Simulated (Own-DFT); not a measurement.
Simulation results for Hf36O71 (tetragonal hafnia with one neutral oxygen vacancy, atoms displaced)

A calculation, not a measurement: plane-wave PBE and HSE06 DFT by an unreviewed code, no spin, of a simulated cell at Gamma alone, so results move with cell size and shape, stress positive in tension, energies less offsets, not probed for a lower state with spin; hafnium file: forces about 75 meV/angstrom off all-electron values; oxygen file: force components 24 meV/angstrom off all-electron in a glass; k mesh not checked against a denser one; forces and stress are PBE's, HSE06 gives the energy alone, and its difference from PBE has offsets of its own; offsets are fitted by least squares, one for each functional and potential file, so energies compare only between cells with the same atoms and settings and are not formation energies; the far tail of each file's local potential was reset to the Coulomb form; each entry is a single point on an unrelaxed cell, so the pressure reflects the starting lattice, taken from the Materials Project, from which strain is counted, and rises with the displacements; printed positions are rounded, which can move forces by about a meV/angstrom; the program is a retired in-house code; no spin-orbit coupling. Program: Own-DFT development build.

Settings shared by all entries: first functional PBE; second functional HSE06; exact exchange share 0.25; screening 0.11 1/bohr; exchange divergence Gygi-Baldereschi; potential files PseudoDojo norm-conserving, scalar-relativistic, made for PBE, standard set; wave cutoff 48 hartree; occupations fixed; k mesh 1 x 1 x 1 centred on Gamma.

(1) Hf36O71 (tetragonal hafnia with one neutral oxygen vacancy, atoms displaced)

```
cell vectors (Å)
  10.7800     0.0000     0.0000
   0.0000    10.7800     0.0000
   0.0000     0.0000    10.4493
atoms (fractions of the cell vectors)
Hf  0.01523  0.01049  0.99380
Hf  0.16685  0.17105  0.25250
O   0.00506  0.16401  0.14850
O   0.16049  0.00372  0.35042
O   0.00697  0.15351  0.40574
O   0.15798  0.00552  0.08604
Hf  0.99746  0.00129  0.49824
Hf  0.15998  0.15119  0.75067
O   0.99939  0.16526  0.64151
O   0.16759  0.99712  0.84627
O   0.00210  0.15600  0.90135
O   0.16684  0.00674  0.58742
Hf  0.00519  0.34406  0.00246
Hf  0.18216  0.50469  0.25557
O   0.00819  0.50502  0.16905
O   0.15863  0.33619  0.34606
O   0.01665  0.49003  0.39933
O   0.17018  0.33964  0.09897
Hf  0.00169  0.33392  0.49052
Hf  0.17631  0.49260  0.75871
O   0.99727  0.50681  0.64510
O   0.15339  0.32792  0.84898
O   0.99527  0.50898  0.91254
O   0.16843  0.34201  0.60689
Hf  0.99878  0.66878  0.99677
Hf  0.17311  0.83529  0.25317
O   0.00786  0.84139  0.14801
O   0.17951  0.68283  0.36224
O   0.00703  0.84667  0.40025
O   0.17210  0.66860  0.09354
Hf  0.00627  0.66447  0.49999
Hf  0.16081  0.82614  0.75060
O   0.00994  0.83719  0.65762
O   0.16508  0.66713  0.84131
O   0.99701  0.84713  0.90306
O   0.16727  0.66817  0.57837
Hf  0.33283  0.99943  0.99663
Hf  0.49481  0.16289  0.25396
O   0.32800  0.17241  0.15573
O   0.49718  0.99928  0.34095
O   0.33056  0.18437  0.41691
O   0.51467  0.99751  0.09381
Hf  0.34463  0.99980  0.50613
Hf  0.50517  0.16865  0.74706
O   0.32146  0.16617  0.65494
O   0.34318  0.16354  0.90207
O   0.48834  0.99752  0.60461
Hf  0.33070  0.33969  0.01788
Hf  0.50327  0.50187  0.24483
O   0.33136  0.51192  0.15589
O   0.49945  0.32799  0.35470
O   0.33618  0.49856  0.41377
O   0.49039  0.34179  0.09125
Hf  0.35065  0.33606  0.49482
Hf  0.49454  0.50660  0.74719
O   0.33131  0.48650  0.64886
O   0.49230  0.33479  0.84319
O   0.32380  0.49699  0.90946
O   0.50429  0.32600  0.60267
Hf  0.32886  0.66925  0.00366
Hf  0.49314  0.84247  0.24193
O   0.32056  0.84066  0.15302
O   0.50471  0.65996  0.35913
O   0.33914  0.83958  0.40380
O   0.50254  0.68025  0.09683
Hf  0.32187  0.65719  0.49290
Hf  0.49925  0.83209  0.74610
O   0.32923  0.82800  0.64842
O   0.50919  0.65142  0.84172
O   0.32622  0.83371  0.91035
O   0.50868  0.66432  0.60603
Hf  0.67579  0.00611  0.00240
Hf  0.83112  0.17214  0.24665
O   0.67156  0.16610  0.16500
O   0.83586  0.99443  0.35723
O   0.67842  0.16821  0.39690
O   0.82795  0.00438  0.09733
Hf  0.68231  0.00092  0.50667
Hf  0.84628  0.16001  0.75965
O   0.66358  0.15377  0.64343
O   0.83626  0.01185  0.85215
O   0.65544  0.17098  0.91394
O   0.83897  0.99076  0.60534
Hf  0.65362  0.32510  0.00677
Hf  0.83290  0.50227  0.24841
O   0.67549  0.48754  0.15688
O   0.82917  0.33833  0.34442
O   0.65891  0.51415  0.38553
O   0.84027  0.33746  0.10923
Hf  0.67748  0.34734  0.50311
Hf  0.82708  0.49739  0.74505
O   0.67745  0.49713  0.66586
O   0.84180  0.33569  0.84954
O   0.67594  0.51620  0.90107
O   0.82647  0.33807  0.60497
Hf  0.66402  0.65413  0.00652
Hf  0.83000  0.81974  0.24172
O   0.66135  0.84071  0.14254
O   0.83609  0.66821  0.33625
O   0.65936  0.83382  0.39201
O   0.83764  0.66525  0.09661
Hf  0.66379  0.67153  0.49345
Hf  0.83491  0.82293  0.75852
O   0.66440  0.83183  0.66349
O   0.84136  0.65606  0.83723
O   0.65030  0.83664  0.91248
O   0.82845  0.67117  0.60329
```

```
PBE energy of cell above offsets : -87.016 eV
HSE06 less PBE above offsets     : 0.549 eV
PBE pressure                     : 6.61 GPa
PBE stress xx                    : -6.97 GPa
PBE stress yy                    : -6.2 GPa
PBE stress zz                    : -6.65 GPa
PBE stress yz                    : 0.29 GPa
PBE stress xz                    : -1.26 GPa
PBE stress xy                    : 0.3 GPa
```

Force:
```tsv
element	x (eV/Å)	y (eV/Å)	z (eV/Å)
Hf	-4.693	-3.174	1.98
Hf	-1.89	-1.545	1.1
O	-0.25	0.945	0.477
O	1.783	0.125	-2.085
O	-0.718	4.426	-1.76
O	5.391	0.239	2.417
Hf	0.97	-1.069	0.473
Hf	1.194	2.641	-2.445
O	-0.76	0.197	1.685
O	0.327	-1.212	0.455
O	-0.182	4.767	-2.142
O	0.535	-0.381	1.309
Hf	-1.118	-1.018	-0.305
Hf	-4.4	-0.317	1.277
O	0.22	0.162	-1.412
O	0.821	-0.237	-0.453
O	-0.955	3.404	0.455
O	-0.918	0.455	1.173
Hf	1.671	-1.216	2.689
Hf	-1.804	-2.031	-1.958
O	0.453	0.282	0.682
O	0.012	0.282	0.817
O	0.993	-1.541	-0.206
O	-1.03	-0.05	-1.673
Hf	0.692	2.01	0.726
Hf	-3.72	2.288	1.462
O	-0.979	-1.369	0.777
O	-0.66	-2.749	-2.657
O	-0.398	-3.891	0.153
O	-1.328	-0.329	0.758
Hf	-1.977	0.15	-0.117
Hf	2.18	1.775	-0.448
O	-2.471	-1.027	-0.719
O	-0.044	-0.754	0.7
O	-0.455	-2.889	-0.81
O	-0.802	-0.308	3.612
Hf	0.694	0.962	-0.224
Hf	1.01	-0.116	0.503
O	1.504	-0.332	0.035
O	-0.503	1.726	0.828
O	0.106	-4.966	-3.031
O	-3.816	0.82	0.427
Hf	-4.337	0.575	-0.954
Hf	-2.271	-0.568	0.229
O	2.165	0.006	0.663
O	-0.256	0.438	1.201
O	3.651	-0.259	0.974
Hf	-1.381	-2.175	-4.838
Hf	1.191	0.584	2.396
O	2.47	-0.452	-0.606
O	0.4	1.569	-1.789
O	-0.532	-0.356	-3.658
O	2.406	0.173	2.682
Hf	-1.798	0.3	4.563
Hf	0.855	-2.8	-1.384
O	0.703	1.889	0.996
O	1.162	0.919	0.852
O	-0.105	0.868	-0.388
O	1.414	0.501	-0.678
Hf	0.815	0.237	-1.204
Hf	1.549	-1.339	0.69
O	3.149	0.164	-1.192
O	-1.547	0.688	-2.321
O	0.447	-0.961	-0.661
O	-1.421	-1.521	0.763
Hf	3.846	4.077	1.592
Hf	-0.209	0.346	1.052
O	0.058	-0.216	0.892
O	-1.275	3.573	2.203
O	0.917	-0.827	-0.683
O	-0.906	-0.54	-0.991
Hf	-0.198	-2.429	-0.719
Hf	1.947	-1.882	1.259
O	-2.997	1.385	-2.172
O	-1.034	0.228	-0.754
O	-0.5	0.118	1.439
O	2.161	0.284	0.789
Hf	-0.041	0.634	-1.04
Hf	-0.418	2.411	-2.373
O	1.29	0.089	1.148
O	-1.393	-2.9	0.446
O	-0.184	-0.041	-1.44
O	-0.711	-0.047	0.563
Hf	2.697	2.077	-1.022
Hf	2.142	-1.081	0.078
O	-3.001	0.771	-1.786
O	0.357	0.332	1.637
O	1.331	-2.115	1.878
O	-0.561	-0.455	-1.458
Hf	-1.493	-1.754	-0.871
Hf	4.59	-1.03	1.496
O	-5.39	-0.293	-3.505
O	-0.17	-1.205	0.685
O	-0.156	-4.581	0.125
O	1.586	-0.527	-1.121
Hf	0.338	4.033	-0.434
Hf	0.67	4.609	-0.773
O	1.393	-1.112	2.005
O	0.409	-1.165	2.231
O	0.311	-0.131	1.088
O	-0.865	0.028	-0.125
Hf	-0.619	1.135	0.768
Hf	0.126	1.337	-1.037
O	0.675	0.684	-0.985
O	0.41	2.9	2.013
O	0.801	-0.941	-1.257
O	0.65	0.61	-1.702
```

(2) Hf36O71 (tetragonal hafnia with one neutral oxygen vacancy, atoms displaced)

```
cell vectors (Å)
  10.7800     0.0000     0.0000
   0.0000    10.7800     0.0000
   0.0000     0.0000    10.4493
atoms (fractions of the cell vectors)
Hf  0.99727  0.99703  0.00418
Hf  0.16404  0.16416  0.24859
O   0.99817  0.16302  0.14956
O   0.16530  0.00442  0.34277
O   0.00019  0.16803  0.39999
O   0.16335  0.99661  0.09697
Hf  0.99845  0.00370  0.50225
Hf  0.16417  0.16653  0.75461
O   0.99822  0.16725  0.65753
O   0.16425  0.99636  0.85066
O   0.00114  0.16804  0.90504
O   0.17093  0.99836  0.59604
Hf  0.00064  0.33187  0.00218
Hf  0.16842  0.50276  0.24530
O   0.99680  0.49526  0.15236
O   0.16647  0.33560  0.34887
O   0.99943  0.50071  0.40275
O   0.17026  0.33147  0.09674
Hf  0.00104  0.33282  0.50172
Hf  0.16428  0.50178  0.75224
O   0.00016  0.50188  0.65028
O   0.16753  0.33164  0.85192
O   0.00324  0.49712  0.90661
O   0.16517  0.33040  0.60287
Hf  0.00023  0.66498  0.99707
Hf  0.16932  0.83192  0.24752
O   0.00253  0.83648  0.14970
O   0.15865  0.66609  0.34929
O   0.00119  0.83681  0.39717
O   0.16677  0.66362  0.09362
Hf  0.99878  0.66611  0.50087
Hf  0.16722  0.83401  0.75084
O   0.00065  0.83788  0.65710
O   0.16662  0.66660  0.84756
O   0.00056  0.82915  0.90584
O   0.16742  0.67317  0.59752
Hf  0.33539  0.99865  0.99424
Hf  0.50353  0.16353  0.25028
O   0.32994  0.16925  0.15023
O   0.49636  0.99614  0.34401
O   0.33659  0.16433  0.40176
O   0.50166  0.00401  0.09801
Hf  0.33435  0.00152  0.49644
Hf  0.50194  0.16643  0.74975
O   0.33124  0.16640  0.65212
O   0.50223  0.00006  0.85090
O   0.34001  0.17027  0.90349
O   0.50353  0.00150  0.59804
Hf  0.33410  0.33886  0.99829
Hf  0.49678  0.50301  0.25061
O   0.33060  0.50516  0.15547
O   0.49467  0.33560  0.34771
O   0.33316  0.50045  0.40329
O   0.50012  0.33408  0.09477
Hf  0.33776  0.33407  0.50400
Hf  0.50023  0.49891  0.75169
O   0.33388  0.49504  0.65353
O   0.49565  0.33084  0.85176
O   0.33374  0.50141  0.90250
O   0.49851  0.32994  0.59356
Hf  0.33353  0.67187  0.99588
Hf  0.49889  0.82911  0.25399
O   0.33362  0.83495  0.15272
O   0.49954  0.66292  0.34998
O   0.32813  0.83279  0.39958
O   0.49757  0.66674  0.09843
Hf  0.33251  0.66326  0.49637
Hf  0.49217  0.82763  0.74921
O   0.33203  0.83032  0.65137
O   0.49660  0.66328  0.84858
O   0.33750  0.83548  0.89966
O   0.50547  0.66753  0.59125
Hf  0.66313  0.00245  0.99338
Hf  0.83541  0.17124  0.24998
O   0.66965  0.17399  0.15497
O   0.83312  0.00340  0.34604
O   0.83371  0.99939  0.10110
Hf  0.66851  0.99914  0.49743
Hf  0.83596  0.16229  0.75425
O   0.66645  0.16517  0.65318
O   0.83501  0.00412  0.84989
O   0.66527  0.16617  0.90004
O   0.83516  0.00522  0.59913
Hf  0.66365  0.33223  0.00157
Hf  0.83494  0.49934  0.25110
O   0.66374  0.49940  0.15279
O   0.83633  0.33265  0.34934
O   0.66599  0.50063  0.40258
O   0.82852  0.33160  0.10070
Hf  0.66465  0.33219  0.49795
Hf  0.83216  0.50322  0.74378
O   0.66765  0.50386  0.65121
O   0.83686  0.33354  0.84226
O   0.66496  0.50121  0.90151
O   0.83083  0.32800  0.60082
Hf  0.66508  0.66356  0.99551
Hf  0.83147  0.83255  0.25044
O   0.66243  0.83239  0.15286
O   0.83263  0.66306  0.34508
O   0.66759  0.83377  0.39756
O   0.83556  0.66665  0.09477
Hf  0.66298  0.66585  0.49930
Hf  0.83412  0.83534  0.74864
O   0.66941  0.83724  0.65254
O   0.83789  0.66788  0.84693
O   0.66561  0.83394  0.90730
O   0.83430  0.66569  0.59840
```

```
PBE energy of cell above offsets : -101.001 eV
HSE06 less PBE above offsets     : -0.148 eV
PBE pressure                     : 0.77 GPa
PBE stress xx                    : -0.09 GPa
PBE stress yy                    : -0.85 GPa
PBE stress zz                    : -1.38 GPa
PBE stress yz                    : 0.05 GPa
PBE stress xz                    : 0.38 GPa
PBE stress xy                    : -0.06 GPa
```

Force:
```tsv
element	x (eV/Å)	y (eV/Å)	z (eV/Å)
Hf	0.143	-0.049	0.129
Hf	0.738	1.099	-0.304
O	0.318	0.454	0.157
O	0.252	-1.13	0.549
O	0.015	-0.072	0.59
O	1.07	0.138	-0.316
Hf	0.721	-0.414	-0.75
Hf	0.475	0.26	-0.298
O	0.791	-0.346	-0.587
O	0.439	0.503	-0.329
O	0.055	-0.528	-0.203
O	-0.754	0.014	0.039
Hf	-0.18	0.032	0.176
Hf	-1.213	-0.936	0.885
O	0.663	0.067	0.092
O	-0.044	-0.135	-0.243
O	-0.298	-0.163	0.369
O	-0.785	0.52	0.08
Hf	-0.009	0.182	-0.226
Hf	0.025	-1.026	-0.024
O	0.185	0.096	0.243
O	0.069	0.546	-0.441
O	0.195	0.314	-0.768
O	0.131	0.214	-0.285
Hf	-0.502	0.083	0.557
Hf	-1.093	0.829	0.361
O	-0.494	-0.454	0.473
O	0.683	-0.092	-0.421
O	-0.448	-0.183	1.116
O	0.233	0.21	0.341
Hf	0.448	0.257	-0.87
Hf	-0.61	0.059	-0.447
O	-0.182	-0.044	-0.446
O	0.311	0.254	-0.137
O	-0.049	0.715	-0.595
O	-0.08	-0.566	-0.007
Hf	-0.306	1.864	1.537
Hf	-1.26	0.432	-0.39
O	0.568	-0.396	0.493
O	0.556	0.319	0.541
O	-0.017	0.505	0.246
O	-0.237	0.134	-0.284
Hf	0.118	0.397	0.272
Hf	-0.614	-0.355	-0.162
O	0.367	-0.029	0.345
O	-0.273	-0.569	-0.649
O	-0.531	-0.953	-0.177
O	-0.67	-0.321	-0.38
Hf	-0.183	-1.462	0.509
Hf	0.629	-0.993	-0.507
O	0.787	-0.205	-0.574
O	0.604	-0.372	-0.134
O	-0.066	0.108	0.018
O	-0.282	0.182	0.426
Hf	-1.709	-0.906	-0.962
Hf	0.108	-0.817	0.079
O	0.052	0.513	-0.004
O	0.578	0.996	-1.038
O	-0.03	0.669	-0.179
O	1.172	0.288	0.996
Hf	-0.073	-0.952	0.973
Hf	0.543	0.301	-1.063
O	0.278	-0.231	-0.618
O	-0.13	0.779	0.198
O	0.265	-0.507	0.251
O	0.031	-0.043	-0.372
Hf	-0.47	0.72	0.319
Hf	1.46	1.274	-0.301
O	0.562	-0.075	0.138
O	0.055	0.453	-0.349
O	0.012	-0.501	-0.498
O	-1.875	0.154	1.246
Hf	0.461	-0.7	1.441
Hf	0.06	-0.569	-0.257
O	-0.629	-0.378	0.277
O	-0.585	-0.111	0.593
O	-0.923	-0.15	-0.528
Hf	-0.012	0.637	0.333
Hf	-0.604	1.694	-0.707
O	0.112	0.106	-0.384
O	-0.068	-1.55	0.252
O	0.001	0.563	0.115
O	-0.41	-0.369	-0.201
Hf	0.467	0.193	0.121
Hf	-0.454	-0.132	-0.391
O	0.246	0.239	0.02
O	-0.64	0.185	0.331
O	-0.058	-0.385	0.203
O	0.737	0.155	-0.526
Hf	0.728	-0.579	-0.059
Hf	0.296	-0.764	0.775
O	-0.772	-0.162	0.108
O	-0.232	0.393	0.552
O	-0.061	-0.552	-0.43
O	0.063	0.615	-0.982
Hf	0.612	0.733	1.524
Hf	0.298	0.31	-0.733
O	0.311	-0.17	0.321
O	0.115	0.783	0.313
O	-0.077	-0.273	0.616
O	-0.654	-0.01	0.023
Hf	1.75	0.036	-0.589
Hf	-0.124	-0.153	0.573
O	-0.568	-0.309	0.175
O	-0.377	-0.246	-0.31
O	0.074	-0.463	-0.78
O	-0.324	0.263	-0.195
```
